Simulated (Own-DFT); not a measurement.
Simulation results for AlGa$_{3}$N$_{4}$ (wurtzite random alloy, strained, atoms displaced), AlGa$_{3}$N$_{4}$ (wurtzite random alloy, atoms displaced), Si$_{7}$Ge (layered order of Si and Ge on the diamond lattice, atoms displaced)

All values are calculated (Own-DFT development build). A calculation, not a measurement: plane-wave PBEsol density functional theory by an unreviewed code, no spin, of a simulated periodic cell, stress positive in tension, free energy of the whole cell less one offset for each atom, forces on such cells passed a denser k mesh, this cell's mesh not checked; offsets are fitted by least squares, one for each functional and potential file, so energies compare only between cells with the same atoms and settings and are not formation energies; the far tail of each file's local potential was reset to the Coulomb form; each entry is a single point on an unrelaxed cell, so the pressure reflects the starting lattice, mostly measured values, from which strain is counted, and rises with the displacements; printed positions are rounded, which can move forces by about a meV/angstrom; the program is a retired in-house code; no spin-orbit coupling.

Settings shared by all entries: functional PBEsol; potential files PseudoDojo norm-conserving, scalar-relativistic, made for PBE, standard set; wave cutoff 42 hartree; occupations Fermi-Dirac; smearing width 0.1 eV.

(1) AlGa$_{3}$N$_{4}$ (wurtzite random alloy, strained, atoms displaced)

```cif
# cell vector a (Å): 9.7945 0.0000 0.0000
# cell vector b (Å): -4.8973 8.4823 0.0000
# cell vector c (Å): 0.0000 0.0000 10.2685
data_AlGa3N4
_symmetry_space_group_name_H-M 'P 1'
_symmetry_Int_Tables_number 1
_cell_length_a 9.7945
_cell_length_b 9.7945
_cell_length_c 10.2685
_cell_angle_alpha 90.000
_cell_angle_beta 90.000
_cell_angle_gamma 120.000
_cell_volume 853.11
loop_
_atom_site_label
_atom_site_type_symbol
_atom_site_fract_x
_atom_site_fract_y
_atom_site_fract_z
_atom_site_occupancy
Al1 Al 0.11729 0.23036 0.99117 1
Ga1 Ga 0.22630 0.11242 0.24979 1
N1 N 0.11058 0.23894 0.20030 1
N2 N 0.22098 0.10597 0.43326 1
Ga2 Ga 0.11424 0.21704 0.48968 1
Al2 Al 0.22617 0.10657 0.74039 1
N3 N 0.10631 0.21792 0.68937 1
N4 N 0.22233 0.10990 0.94694 1
Al3 Al 0.11206 0.55590 0.00690 1
Al4 Al 0.22716 0.44851 0.24339 1
N5 N 0.12676 0.56245 0.18987 1
N6 N 0.21985 0.43366 0.42878 1
Ga3 Ga 0.11106 0.54880 0.49800 1
Al5 Al 0.21444 0.42768 0.74772 1
N7 N 0.11139 0.56304 0.69016 1
N8 N 0.23414 0.45320 0.93423 1
Ga4 Ga 0.10389 0.88310 0.99372 1
Ga5 Ga 0.23082 0.78619 0.25077 1
N9 N 0.11438 0.89110 0.19063 1
N10 N 0.22132 0.77385 0.43397 1
Ga6 Ga 0.10347 0.88907 0.50283 1
Ga7 Ga 0.22296 0.78012 0.75554 1
N11 N 0.11760 0.88943 0.68036 1
N12 N 0.22283 0.77940 0.93435 1
Ga8 Ga 0.44648 0.22798 0.99003 1
Ga9 Ga 0.56184 0.12125 0.24722 1
N13 N 0.44589 0.22578 0.18781 1
N14 N 0.55633 0.11752 0.43628 1
Ga10 Ga 0.44739 0.21730 0.49230 1
Ga11 Ga 0.54980 0.10027 0.74491 1
N15 N 0.45419 0.22754 0.69653 1
N16 N 0.55168 0.10945 0.93869 1
Al6 Al 0.44662 0.55145 0.00004 1
Ga12 Ga 0.55436 0.44265 0.25691 1
N17 N 0.44986 0.56205 0.18558 1
N18 N 0.55345 0.43587 0.43829 1
Ga13 Ga 0.44808 0.56864 0.50250 1
Ga14 Ga 0.55239 0.44636 0.75326 1
N19 N 0.44153 0.54831 0.67916 1
N20 N 0.56019 0.45176 0.94089 1
Ga15 Ga 0.43927 0.88120 0.99773 1
Ga16 Ga 0.54960 0.77560 0.25477 1
N21 N 0.43884 0.88959 0.19618 1
N22 N 0.54815 0.77506 0.43859 1
Ga17 Ga 0.44663 0.88918 0.50763 1
Al7 Al 0.56274 0.77860 0.74448 1
N23 N 0.44263 0.88625 0.68458 1
N24 N 0.55810 0.77987 0.93649 1
Ga18 Ga 0.77688 0.22641 0.00172 1
Ga19 Ga 0.89376 0.11438 0.25024 1
N25 N 0.77194 0.21079 0.18098 1
N26 N 0.90089 0.12165 0.43017 1
Ga20 Ga 0.77819 0.22446 0.49524 1
Ga21 Ga 0.88598 0.10574 0.74671 1
N27 N 0.77974 0.22065 0.69122 1
N28 N 0.89347 0.10864 0.94169 1
Ga22 Ga 0.77517 0.54583 0.00132 1
Al8 Al 0.88589 0.44526 0.24614 1
N29 N 0.78006 0.55494 0.19064 1
N30 N 0.88896 0.44561 0.43824 1
Ga23 Ga 0.78496 0.55919 0.49735 1
Al9 Al 0.88885 0.44710 0.74882 1
N31 N 0.77956 0.55274 0.69413 1
N32 N 0.89728 0.44539 0.94399 1
Ga24 Ga 0.77276 0.88891 0.00020 1
Ga25 Ga 0.88961 0.78396 0.24366 1
N33 N 0.77299 0.89862 0.19328 1
N34 N 0.89440 0.78312 0.43638 1
Ga26 Ga 0.78709 0.88691 0.50217 1
Ga27 Ga 0.87709 0.76418 0.75337 1
N35 N 0.78060 0.88745 0.68842 1
N36 N 0.89098 0.78084 0.94087 1
```

- hardware: one NVIDIA H200
- k mesh: 4 x 4 x 3 centred on Gamma
- free energy of cell above offsets: -4.127 eV
- pressure: -7.71 GPa
- stress xx: 11.48 GPa
- stress yy: 11.18 GPa
- stress zz: 0.47 GPa
- stress yz: -0.15 GPa
- stress xz: -0.12 GPa
- stress xy: -0.26 GPa
- wall time: 776.8 s

Force:
```csv
element,x (eV/Å),y (eV/Å),z (eV/Å)
Al,-0.111,-0.768,1.248
Ga,-0.647,0.254,-1.399
N,1.496,-1.255,-2.542
N,0.462,0.089,1.399
Ga,-0.096,0.906,0.518
Al,-0.449,0.458,1.046
N,1.293,-0.316,-0.225
N,-0.683,0.561,-1.826
Al,0.646,0.394,-1.029
Al,0.157,0.579,0.656
N,-1.548,-0.771,-0.335
N,0.16,1.505,0.994
Ga,0.3,0.666,-0.319
Al,-0.32,2.086,-0.418
N,0.43,-1.795,0.358
N,-0.552,-0.86,0.376
Ga,0.933,1.14,1.145
Ga,-1.092,-0.841,-0.007
N,-0.576,-0.144,-0.679
N,-0.121,0.314,1.679
Ga,1.956,-0.323,-1.939
Ga,0.052,-0.501,-2.114
N,-0.732,0.442,2.589
N,-0.256,-1.01,1.888
Ga,0.08,-0.993,0.989
Ga,-0.492,-1.258,-0.439
N,0.073,0.204,-0.281
N,1.322,-1.132,0.363
Ga,-1.19,0.696,1.253
Ga,0.494,1.376,0.839
N,-1.249,-1.1,-0.957
N,0.43,-0.044,-0.181
Al,-0.313,1.212,-0.062
Ga,-0.178,0.364,-1.484
N,-0.207,-0.916,0.052
N,0.033,1.484,1.178
Ga,0.002,-2.512,-1.984
Ga,0.573,-0.191,-1.019
N,-0.582,0.824,2.962
N,-0.44,-0.173,0.015
Ga,0.161,1.05,0.816
Ga,-0.033,0.706,-1.164
N,1.514,0.834,-1.341
N,1.136,1.239,0.953
Ga,-1.089,-0.062,-2.88
Al,-0.995,-0.523,0.461
N,1.04,-0.596,2.129
N,-0.122,-1.143,-0.782
Ga,0.48,-1.21,-1.66
Ga,-0.388,0.219,-1.344
N,0.049,2.093,2.073
N,-1.184,-1.428,2.297
Ga,0.454,-0.137,0.499
Ga,0.035,0.6,0.787
N,-0.36,0.546,-0.283
N,-0.116,0.86,-0.361
Ga,0.243,1.131,0.05
Al,1.169,-0.112,0.167
N,0.045,-0.026,0.241
N,0.112,-0.127,-0.905
Ga,-0.701,-0.52,0.098
Al,0.935,-0.528,0.22
N,-0.206,-0.417,-0.484
N,-0.246,0.387,-0.836
Ga,0.411,0.493,0.397
Ga,0.087,0.006,-0.026
N,0.856,-1.294,-0.357
N,-0.637,-0.986,0.012
Ga,-1.253,0.824,-1.2
Ga,0.904,1.415,-0.185
N,-0.568,-0.783,0.293
N,-0.789,-1.163,0.006
```

(2) AlGa$_{3}$N$_{4}$ (wurtzite random alloy, atoms displaced)

```cif
# cell vector a (Å): 9.5092 0.0000 0.0000
# cell vector b (Å): -4.7546 8.2353 0.0000
# cell vector c (Å): 0.0000 0.0000 10.2685
data_AlGa3N4
_symmetry_space_group_name_H-M 'P 1'
_symmetry_Int_Tables_number 1
_cell_length_a 9.5092
_cell_length_b 9.5093
_cell_length_c 10.2685
_cell_angle_alpha 90.000
_cell_angle_beta 90.000
_cell_angle_gamma 120.000
_cell_volume 804.14
loop_
_atom_site_label
_atom_site_type_symbol
_atom_site_fract_x
_atom_site_fract_y
_atom_site_fract_z
_atom_site_occupancy
Ga1 Ga 0.11680 0.22172 0.00043 1
Ga2 Ga 0.22571 0.11585 0.24517 1
N1 N 0.10961 0.22150 0.18953 1
N2 N 0.22402 0.11465 0.43674 1
Al1 Al 0.11394 0.21917 0.49882 1
Al2 Al 0.22095 0.10289 0.74890 1
N3 N 0.10589 0.21613 0.68682 1
N4 N 0.23017 0.11730 0.94444 1
Ga3 Ga 0.10545 0.55300 0.00033 1
Ga4 Ga 0.22410 0.44307 0.25420 1
N5 N 0.11048 0.55892 0.18720 1
N6 N 0.22253 0.44394 0.44241 1
Ga5 Ga 0.11324 0.55364 0.49356 1
Ga6 Ga 0.22513 0.44930 0.75167 1
N7 N 0.11006 0.55622 0.68870 1
N8 N 0.22128 0.44177 0.93339 1
Ga7 Ga 0.11545 0.89076 0.99739 1
Ga8 Ga 0.23311 0.78453 0.25238 1
N9 N 0.10989 0.89265 0.18952 1
N10 N 0.21778 0.77014 0.44303 1
Ga9 Ga 0.11806 0.89724 0.50399 1
Al3 Al 0.22126 0.77862 0.75238 1
N11 N 0.11433 0.88973 0.69481 1
N12 N 0.22108 0.77510 0.93813 1
Ga10 Ga 0.44424 0.22316 0.00202 1
Ga11 Ga 0.56115 0.11338 0.24626 1
N13 N 0.44353 0.22281 0.18731 1
N14 N 0.55726 0.11318 0.44427 1
Ga12 Ga 0.44452 0.22461 0.49812 1
Ga13 Ga 0.55789 0.11511 0.75045 1
N15 N 0.44325 0.21822 0.68994 1
N16 N 0.56200 0.11972 0.94071 1
Ga14 Ga 0.44510 0.55303 0.99934 1
Al4 Al 0.55302 0.43713 0.25332 1
N17 N 0.43996 0.55300 0.18659 1
N18 N 0.55551 0.44601 0.44312 1
Ga15 Ga 0.45186 0.56507 0.49827 1
Al5 Al 0.55428 0.44691 0.75421 1
N19 N 0.44724 0.55889 0.68601 1
N20 N 0.56027 0.44972 0.93821 1
Ga16 Ga 0.44468 0.88812 0.99851 1
Ga17 Ga 0.54984 0.77276 0.24566 1
N21 N 0.44549 0.89415 0.18512 1
N22 N 0.55606 0.77887 0.43988 1
Ga18 Ga 0.43838 0.88657 0.49880 1
Al6 Al 0.55571 0.77504 0.75157 1
N23 N 0.44726 0.89239 0.68830 1
N24 N 0.55510 0.77804 0.93757 1
Ga19 Ga 0.77556 0.22133 0.99797 1
Al7 Al 0.89189 0.11117 0.24736 1
N25 N 0.77553 0.22204 0.18722 1
N26 N 0.88193 0.10650 0.43870 1
Ga20 Ga 0.77960 0.22461 0.50354 1
Ga21 Ga 0.89218 0.10870 0.74352 1
N27 N 0.77506 0.22128 0.69183 1
N28 N 0.88803 0.11215 0.93825 1
Ga22 Ga 0.77127 0.54859 0.00170 1
Al8 Al 0.89126 0.45337 0.24973 1
N29 N 0.78447 0.55662 0.18829 1
N30 N 0.89018 0.44512 0.44157 1
Ga23 Ga 0.77778 0.55518 0.49905 1
Al9 Al 0.88778 0.44657 0.75214 1
N31 N 0.77535 0.54952 0.69523 1
N32 N 0.89227 0.44677 0.93411 1
Ga24 Ga 0.77333 0.88676 0.99603 1
Ga25 Ga 0.89202 0.78001 0.24669 1
N33 N 0.77693 0.89614 0.19418 1
N34 N 0.88388 0.77445 0.44383 1
Ga26 Ga 0.79223 0.89118 0.49997 1
Ga27 Ga 0.88942 0.77249 0.75003 1
N35 N 0.77406 0.88684 0.68830 1
N36 N 0.89249 0.77708 0.94530 1
```

- hardware: one NVIDIA H100
- k mesh: 4 x 4 x 3 centred on Gamma
- free energy of cell above offsets: -8.409 eV
- pressure: 1.39 GPa
- stress xx: -1.82 GPa
- stress yy: -1.47 GPa
- stress zz: -0.87 GPa
- stress yz: -0.07 GPa
- stress xz: 0.41 GPa
- stress xy: -0.53 GPa
- wall time: 760.3 s

Force:
```csv
element,x (eV/Å),y (eV/Å),z (eV/Å)
Ga,-1.396,0.092,-0.266
Ga,-0.349,-0.746,0.507
N,-0.334,0.152,0.142
N,-0.338,-0.063,0.065
Al,-1.21,0.44,0.234
Al,-0.328,1.788,0.562
N,2.041,0.459,-0.536
N,-0.383,-1.062,-1.882
Ga,0.868,0.108,-0.118
Ga,-0.951,0.122,-0.433
N,0.122,-0.336,0.939
N,0.767,-0.993,-0.244
Ga,-0.515,-0.506,1.664
Ga,-0.283,-0.66,-1.321
N,-0.54,0.435,0.278
N,0.117,0.361,1.428
Ga,-0.21,-0.113,0.723
Ga,-1.518,-0.6,-0.259
N,1.114,-0.034,-0.046
N,-0.445,1.577,-0.872
Ga,-0.245,-1.198,-0.4
Al,1.025,-0.438,-0.585
N,0.148,-0.258,-0.262
N,0.229,0.377,-0.541
Ga,0.854,0.479,-0.449
Ga,-0.436,0.002,1.163
N,0.556,0.812,0.741
N,-0.417,-0.221,-1.238
Ga,0.487,-0.233,0.819
Ga,0.078,-0.632,-0.004
N,-1.324,1.082,0.423
N,-1.005,-1.231,-0.251
Ga,-0.788,0.223,-0.156
Al,0.075,1.213,-0.23
N,1.395,-0.611,0.511
N,0.098,-0.076,-1.597
Ga,-0.472,-0.785,0.414
Al,0.139,-0.605,-1.087
N,0.602,-0.124,1.157
N,-0.706,-0.897,-0.473
Ga,-0.296,0.516,-0.451
Ga,0.475,0.912,0.933
N,0.502,-0.361,0.289
N,0.103,0.698,-0.772
Ga,1.152,0.506,0.619
Al,-0.545,0.716,-0.836
N,-0.263,-1.24,1.022
N,-0.147,-0.504,-0.511
Ga,1.058,0.642,0.211
Al,-1.066,0.416,0.591
N,1.444,1.267,0.591
N,1.647,1.347,-0.716
Ga,-0.019,-0.459,0.012
Ga,-1.252,0.079,1.063
N,0.77,1.167,0.058
N,0.68,-0.2,-0.157
Ga,1.361,1.056,-0.196
Al,0.913,-1.327,0.294
N,-1.605,-0.71,0.851
N,-0.263,0.042,-1.442
Ga,0.246,-0.277,0.969
Al,0.876,-0.633,-0.731
N,-0.493,-0.101,-0.475
N,-0.782,-0.445,0.257
Ga,0.871,0.697,0.819
Ga,-0.785,0.116,0.507
N,0.433,-0.823,-0.883
N,2.138,0.113,-1.051
Ga,-2.755,0.086,0.319
Ga,-0.704,0.315,0.554
N,0.375,-0.782,0.518
N,-0.591,-0.131,-0.779
```

(3) Si$_{7}$Ge (layered order of Si and Ge on the diamond lattice, atoms displaced)

```cif
# cell vector a (Å): 10.9187 0.0000 0.0000
# cell vector b (Å): 0.0000 10.9187 0.0000
# cell vector c (Å): 0.0000 0.0000 10.9187
data_Si7Ge
_symmetry_space_group_name_H-M 'P 1'
_symmetry_Int_Tables_number 1
_cell_length_a 10.9187
_cell_length_b 10.9187
_cell_length_c 10.9187
_cell_angle_alpha 90.000
_cell_angle_beta 90.000
_cell_angle_gamma 90.000
_cell_volume 1301.71
loop_
_atom_site_label
_atom_site_type_symbol
_atom_site_fract_x
_atom_site_fract_y
_atom_site_fract_z
_atom_site_occupancy
Ge1 Ge 0.00529 0.99529 0.99897 1
Si1 Si 0.99276 0.25267 0.25017 1
Si2 Si 0.24971 0.99576 0.24952 1
Ge2 Ge 0.25678 0.24273 0.99152 1
Si3 Si 0.12763 0.12551 0.11816 1
Si4 Si 0.12897 0.37388 0.37956 1
Si5 Si 0.36965 0.12656 0.37445 1
Si6 Si 0.36546 0.36405 0.12375 1
Si7 Si 0.00273 0.00020 0.48751 1
Si8 Si 0.00408 0.24877 0.75452 1
Si9 Si 0.25045 0.01044 0.75007 1
Si10 Si 0.25098 0.25567 0.50108 1
Si11 Si 0.12730 0.12030 0.62786 1
Si12 Si 0.12935 0.37814 0.87949 1
Si13 Si 0.37021 0.12904 0.87298 1
Si14 Si 0.37866 0.37580 0.62104 1
Ge3 Ge 0.99790 0.49480 0.00360 1
Si15 Si 0.99980 0.74877 0.25066 1
Si16 Si 0.25674 0.50023 0.23949 1
Ge4 Ge 0.24628 0.75526 0.99981 1
Si17 Si 0.12903 0.62232 0.12153 1
Si18 Si 0.12135 0.86737 0.37596 1
Si19 Si 0.37142 0.62420 0.37096 1
Si20 Si 0.38221 0.87492 0.11924 1
Si21 Si 0.00740 0.50840 0.50533 1
Si22 Si 0.00291 0.74321 0.75858 1
Si23 Si 0.25713 0.49430 0.74745 1
Si24 Si 0.25235 0.74371 0.50709 1
Si25 Si 0.12444 0.62643 0.62368 1
Si26 Si 0.13616 0.87566 0.86789 1
Si27 Si 0.38748 0.62200 0.87421 1
Si28 Si 0.38269 0.87052 0.62612 1
Ge5 Ge 0.50638 0.99888 0.00350 1
Si29 Si 0.49865 0.25358 0.23906 1
Si30 Si 0.75545 0.98656 0.26131 1
Ge6 Ge 0.75275 0.24600 0.00176 1
Si31 Si 0.62466 0.11819 0.12856 1
Si32 Si 0.62631 0.36132 0.37706 1
Si33 Si 0.88210 0.12445 0.38125 1
Si34 Si 0.87562 0.37759 0.12917 1
Si35 Si 0.49166 0.00396 0.49569 1
Si36 Si 0.50049 0.23755 0.74300 1
Si37 Si 0.74739 0.00643 0.74916 1
Si38 Si 0.73991 0.24758 0.49815 1
Si39 Si 0.62814 0.13338 0.61819 1
Si40 Si 0.62990 0.38009 0.87259 1
Si41 Si 0.88042 0.13080 0.87511 1
Si42 Si 0.87234 0.36897 0.62853 1
Ge7 Ge 0.49627 0.50394 0.99623 1
Si43 Si 0.49841 0.74529 0.24350 1
Si44 Si 0.74959 0.49646 0.24654 1
Ge8 Ge 0.75271 0.74268 0.99842 1
Si45 Si 0.62041 0.62995 0.13840 1
Si46 Si 0.61923 0.86523 0.36813 1
Si47 Si 0.87414 0.63477 0.37803 1
Si48 Si 0.88501 0.86527 0.12015 1
Si49 Si 0.50095 0.49572 0.50518 1
Si50 Si 0.49926 0.74233 0.75132 1
Si51 Si 0.74730 0.49140 0.75046 1
Si52 Si 0.74149 0.74832 0.50074 1
Si53 Si 0.61464 0.63725 0.61956 1
Si54 Si 0.62317 0.87524 0.87806 1
Si55 Si 0.86860 0.62223 0.87692 1
Si56 Si 0.87717 0.86362 0.62772 1
```

- hardware: one NVIDIA H100
- k mesh: 3 x 3 x 3 centred on Gamma
- free energy of cell above offsets: -1.879 eV
- pressure: 1.4 GPa
- stress xx: -1.41 GPa
- stress yy: -1.28 GPa
- stress zz: -1.51 GPa
- stress yz: 0.37 GPa
- stress xz: 0.53 GPa
- stress xy: 0.37 GPa
- wall time: 325.7 s

Force:
```csv
element,x (eV/Å),y (eV/Å),z (eV/Å)
Ge,-0.115,0.186,-0.65
Si,1.409,-0.313,0.23
Si,-0.074,-0.028,-0.138
Ge,-1.781,1.148,1.036
Si,-0.291,-0.135,1.284
Si,-0.674,0.895,-1.034
Si,0.011,0.42,-0.682
Si,1.154,1.32,-0.589
Si,0.358,-0.97,2.329
Si,0.32,0.393,-0.524
Si,0.85,-1.756,-0.423
Si,-0.021,-0.967,0.336
Si,-0.744,0.939,-1.176
Si,-0.003,-0.329,-0.928
Si,2.257,-1.599,-0.771
Si,-0.078,-0.927,0.784
Ge,0.234,0.786,-0.433
Si,0.575,-0.666,-0.284
Si,-0.938,-0.418,1.115
Ge,1.284,-0.851,-0.324
Si,-0.661,0.244,0.618
Si,1.19,0.228,-0.187
Si,0.648,-0.476,0.432
Si,-0.987,-0.043,1.01
Si,-1.507,-1.312,-0.942
Si,-0.021,0.34,-0.406
Si,-0.435,0.912,0.345
Si,-0.032,0.867,-0.829
Si,0.774,-0.265,1.606
Si,-1.138,0.349,-0.192
Si,-2.769,0.605,-0.614
Si,-0.847,0.787,0.236
Ge,-0.937,0.536,-0.979
Si,0.132,-1.092,1.262
Si,0.327,0.721,-1.2
Ge,-0.398,0.529,0.217
Si,1.162,0.325,0.89
Si,-0.96,2.058,-1.285
Si,-1.67,0.446,-0.886
Si,-0.567,-0.629,-0.192
Si,1.271,-0.578,0.084
Si,-0.097,1.934,0.794
Si,0.609,-0.611,-0.06
Si,2.835,0.104,0
Si,-0.98,-2.456,0.578
Si,-1.339,-1.65,0.537
Si,-0.35,-1.198,-0.109
Si,0.534,0.406,-0.69
Ge,1.204,-1.455,1.855
Si,-1.402,1.026,1.274
Si,-0.177,0.545,1.483
Ge,-1.035,0.871,0.938
Si,1.268,-1.784,-1.99
Si,-0.229,0.903,1.04
Si,-0.21,-1.492,-0.12
Si,-0.976,0.776,0.596
Si,0.287,0.651,-1.472
Si,0.343,1.734,0.412
Si,0.332,1.846,-1.173
Si,0.731,0.715,-0.257
Si,1.075,-2.307,0.514
Si,0.653,-0.346,-1.114
Si,0.863,-1.188,-0.923
Si,-0.252,1.291,-0.258
```
